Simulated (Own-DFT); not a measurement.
# Response to strain: 3C SiC, 64 atoms (C32Si32)

The numbers are computed, not measured, by runs of the plane-wave DFT program Own-DFT (in-house, retired, unreviewed) at fixed positions, with no spin and no spin-orbit coupling.

All runs used: PBE; PseudoDojo norm-conserving scalar-relativistic files; cutoff 42 hartree; 4 x 4 x 4 k mesh centred on Gamma; Fermi-Dirac smearing of 0.1 eV.

Known weak points: forces on such cells passed a denser k mesh, each cell not checked; stress not checked against mesh or cutoff.

Unstrained cell vectors in Å: (8.719, 0.000, 0.000); (0.000, 8.719, 0.000); (0.000, 0.000, 8.719). The unstrained cell has measured lattice constants (interpolated for alloys), not those of this functional. That, the random moves and any unrelaxed bonds set the pressure at no strain. A uniform strain is put on this cell, atoms riding along. Random moves of width 0.05 Å per axis were added to every atom. Strains are tensor components in per cent; tension counts as positive stress, and P is minus the mean normal stress.

| run | e_xx (%) | e_yy (%) | e_zz (%) | e_yz (%) | e_xz (%) | e_xy (%) | s_xx (GPa) | s_yy (GPa) | s_zz (GPa) | s_yz (GPa) | s_xz (GPa) | s_xy (GPa) | P (GPa) | E (meV/atom) |
|---|---|---|---|---|---|---|---|---|---|---|---|---|---|---|
| 1 | 0.27 | -1.07 | -1.86 | 1.14 | 1.34 | -0.80 | -9.63 | -13.41 | -14.86 | 7.31 | 8.08 | -5.46 | 12.63 | 55.3 |
| 2 | 0.97 | -1.30 | -0.20 | -1.98 | 1.31 | -1.31 | -3.73 | -9.50 | -7.38 | -10.37 | 7.43 | -7.17 | 6.87 | 30.6 |
| 3 | -0.91 | 1.46 | 1.23 | -0.40 | 0.55 | 0.95 | -4.71 | 1.08 | 0.53 | -2.24 | 2.27 | 5.48 | 1.03 | 0.0 |
| 4 | -1.64 | 0.90 | -1.68 | -0.57 | -1.23 | -1.87 | -14.76 | -8.00 | -13.94 | -4.38 | -8.22 | -10.82 | 12.23 | 69.5 |
| 5 | 0.76 | -0.37 | -1.81 | 0.63 | 0.00 | -0.75 | -5.65 | -9.09 | -11.79 | 2.54 | 0.37 | -3.74 | 8.84 | 28.3 |
| 6 | -1.13 | 0.55 | 1.83 | 1.73 | 0.23 | -1.19 | -6.38 | -3.36 | 0.64 | 9.78 | 1.38 | -5.11 | 3.03 | 26.5 |
| 7 | -1.74 | -1.05 | 0.48 | 0.76 | -1.49 | -1.57 | -13.96 | -12.40 | -8.37 | 4.54 | -8.98 | -10.03 | 11.58 | 52.4 |
| 8 | -0.03 | -1.63 | 0.90 | 0.73 | 1.49 | 1.00 | -6.89 | -10.45 | -4.08 | 3.69 | 7.66 | 6.91 | 7.14 | 18.4 |
| 9 | 0.51 | 1.01 | -0.24 | 0.26 | 0.41 | 0.60 | -2.56 | -1.43 | -4.99 | 4.07 | 2.47 | 2.99 | 2.99 | 29.6 |
| 10 | -1.17 | 1.06 | 0.04 | 0.43 | -1.03 | 0.89 | -8.42 | -3.39 | -5.80 | 0.56 | -5.53 | 4.82 | 5.87 | 30.0 |
| 11 | 1.97 | -0.58 | 0.00 | -0.04 | 1.35 | 1.79 | 1.00 | -5.67 | -4.53 | -1.74 | 7.78 | 10.50 | 3.06 | 33.2 |
| 12 | -0.23 | 0.82 | -1.08 | -0.89 | 0.76 | -0.95 | -6.63 | -3.41 | -8.85 | -4.61 | 2.27 | -4.47 | 6.30 | 26.7 |
| 13 | 0.59 | 0.81 | -0.57 | 1.26 | 1.13 | -1.94 | -3.43 | -2.79 | -5.80 | 5.64 | 5.10 | -11.29 | 4.00 | 26.7 |
| 14 | 0.47 | 1.19 | -0.07 | 0.64 | -1.71 | 1.75 | -2.58 | -0.51 | -3.72 | 2.33 | -8.48 | 8.35 | 2.27 | 33.3 |
| 15 | -0.99 | -1.37 | 1.56 | -1.69 | 1.59 | 0.28 | -10.42 | -11.17 | -2.92 | -8.84 | 9.08 | 2.56 | 8.17 | 53.0 |
| 16 | 1.79 | -1.33 | 0.62 | 0.97 | -1.79 | 1.19 | ? | ? | ? | ? | ? | ? | ? | ? |

E is the free energy for each atom above the lowest run shown.

## Worked fit

Each stress component was fitted by least squares to a constant and the strains of the runs shown, as fractions, with shears doubled. Shear strains stay in the fit of a normal stress only where such slopes are resolved. The slopes, in GPa:

| stress | at no strain | per e_xx | per e_yy | per e_zz | scatter |
|---|---|---|---|---|---|
| s_xx | -5.8 | 419 ± 15 | 165 ± 14 | 166 ± 14 | 0.57 |
| s_yy | -5.9 | 166 ± 17 | 413 ± 16 | 158 ± 15 | 0.63 |
| s_zz | -5.8 | 143 ± 13 | 152 ± 12 | 404 ± 12 | 0.49 |

The slope of each shear stress on twice its own strain, from a fit on all six strains: yz 273 ± 19, xz 263 ± 13, xy 279 ± 12 GPa. These are stiffnesses along x, y and z of the frame in which the cell vectors are given, which need not be the crystal's axes. The atoms are held to the strained lattice; where symmetry lets them move under strain, relaxing them would lower some slopes. The table should be nearly symmetric about its diagonal, and what it lacks of that shows the noise. A ninth of the table's sum, 243 ± 8 GPa, estimates the bulk modulus near the mean pressure of these runs, 6.4 GPa, so it lies above the value at zero pressure.

## Test on the hidden row

The question: what normal stresses and pressure should run 16 give?

From the fit: s_xx = 0.5, s_yy = -7.5, s_zz = -2.8 and P = 3.2 GPa. The hidden result is -0.55, -7.86, -3.29 and P = 3.90 GPa.
